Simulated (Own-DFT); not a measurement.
# How strain changes the stress of C40 NbSi2, 36 atoms (Nb12Si24)

These are calculations, not measurements. The program, named Own-DFT, is a retired in-house plane-wave density functional code that no person has reviewed. Each row is one single-point run on a periodic cell that was not relaxed, without spin or spin-orbit coupling.

Settings of every run: PBEsol; PseudoDojo norm-conserving scalar-relativistic files, made for PBE; cutoff 42 hartree; 4 x 4 x 5 k mesh centred on Gamma; cold (Marzari-Vanderbilt) smearing of 0.2 eV.

Known limits: forces on such cells failed a check on a denser k mesh; stress not checked against mesh or cutoff.

Unstrained cell vectors in Å: (0.000, 8.324, 0.000); (-9.613, 0.000, 0.000); (0.000, 0.000, 6.586). The unstrained cell was taken from the Materials Project. The random moves and any unrelaxed bonds add to the pressure at no strain. Each run strains this cell uniformly, with the atoms carried along. Every atom was also moved at random, by a Gaussian of width 0.05 Å on each axis. Strain is the symmetric tensor, in per cent. Stress is positive in tension, and the pressure is minus a third of its trace.

```
run  e_xx (%)  e_yy (%)  e_zz (%)  e_yz (%)  e_xz (%)  e_xy (%)  s_xx (GPa)  s_yy (GPa)  s_zz (GPa)  s_yz (GPa)  s_xz (GPa)  s_xy (GPa)  P (GPa)  E (meV/atom)
  1     -0.23      1.58      0.74      0.82      0.19     -1.09        1.92        7.39        4.09        2.09        0.42       -3.32    -4.47          13.0
  2      1.33     -1.88     -0.62     -0.71      1.06     -1.51        4.71       -5.87       -3.62       -1.39        2.87       -4.23     1.59          18.3
  3      1.49     -0.60      1.88      1.14     -1.12     -0.77        7.73        2.05        8.08        3.15       -3.31       -1.89    -5.95          14.3
  4      0.59     -0.96     -0.85      0.40      1.72      1.61        1.80       -2.30       -4.70        1.53        5.82        4.56     1.73          16.8
  5      1.16     -0.10      1.13      1.40      1.49      1.88        6.06        2.91        5.42        4.16        4.16        4.88    -4.80          16.3
  6     -0.68     -0.77      0.01     -1.05      0.22      1.78       -2.12       -1.89       -1.29       -2.80        0.89        5.42     1.77          11.1
  7      1.12      1.13     -1.53     -0.23      0.30     -0.16        4.90        4.83       -5.49       -0.79        1.67       -0.37    -1.41          15.6
  8     -1.49     -1.43     -0.83     -1.64      1.08     -1.27       -5.45       -6.19       -7.39       -5.64        3.54       -4.39     6.35          17.4
  9      0.12      1.75      0.43      0.78      1.59      0.26        3.71        7.43        3.48        2.21        4.71        0.26    -4.87          11.2
 10      0.45     -0.17      1.55      1.21      1.97      0.28        4.28        2.23        6.02        3.76        6.31        0.56    -4.17          18.8
 11     -0.96      0.63     -1.05     -0.08     -0.04      1.69       -3.26        2.49       -5.09       -1.26       -0.16        4.93     1.95          14.8
 12      1.19      0.13     -0.42      0.19     -0.02     -1.29        4.79        1.94       -1.23        0.61        0.05       -3.37    -1.83          21.6
 13      0.32     -1.57      1.17     -0.96      1.66      1.90        1.17       -3.64        3.85       -2.84        4.76        5.92    -0.46          29.0
 14      0.26      1.91     -1.05     -1.21     -0.88      1.28        2.93        6.82       -3.63       -4.00       -2.42        3.31    -2.04          24.2
 15     -0.58      1.31     -1.59      0.17     -0.47      0.70       -0.74        4.63       -6.50        0.92       -1.85        2.45     0.87           0.0
 16      1.41     -0.90     -1.70      1.46     -1.61     -0.35           ?           ?           ?           ?           ?           ?        ?             ?
```

E is the free energy for each atom above the lowest run shown.

## Worked fit

Each stress component was fitted by least squares to a constant and the strains of the runs shown, as fractions, with shears doubled. Shear strains stay in the fit of a normal stress only where such slopes are resolved. The slopes, in GPa:

| stress | at no strain | per e_xx | per e_yy | per e_zz | scatter |
|---|---|---|---|---|---|
| s_xx | 1.2 | 365 ± 15 | 78 ± 11 | 73 ± 12 | 0.49 |
| s_yy | 1.3 | 51 ± 7 | 339 ± 6 | 68 ± 6 | 0.20 |
| s_zz | -0.5 | 81 ± 13 | 92 ± 9 | 440 ± 10 | 0.42 |

Also, s_yy gains 26 ± 4 per 2 e_yz; s_yy gains -13 ± 3 per 2 e_xz; s_yy gains 8 ± 2 per 2 e_xy.

Each shear stress against twice its own strain: yz 151 ± 10, xz 154 ± 7, xy 148 ± 4 GPa. These are stiffnesses along x, y and z of the frame in which the cell vectors are given, which need not be the crystal's axes. The atoms are held to the strained lattice; where symmetry lets them move under strain, relaxing them would lower some slopes. The table should be nearly symmetric about its diagonal, and what it lacks of that shows the noise. A ninth of its sum, 176 ± 4 GPa, estimates the bulk modulus near the mean pressure of these runs, -1.0 GPa.

## Withheld run

Question: what normal stresses and pressure should run 16 give?

The fit gives s_xx = 4.4, s_yy = -1.1, s_zz = -7.7 and P = 1.5 GPa. The calculation gave 4.71, -2.85, -8.80 and P = 2.31 GPa. This run lies off the fit, by chance or by something that the fit leaves out.
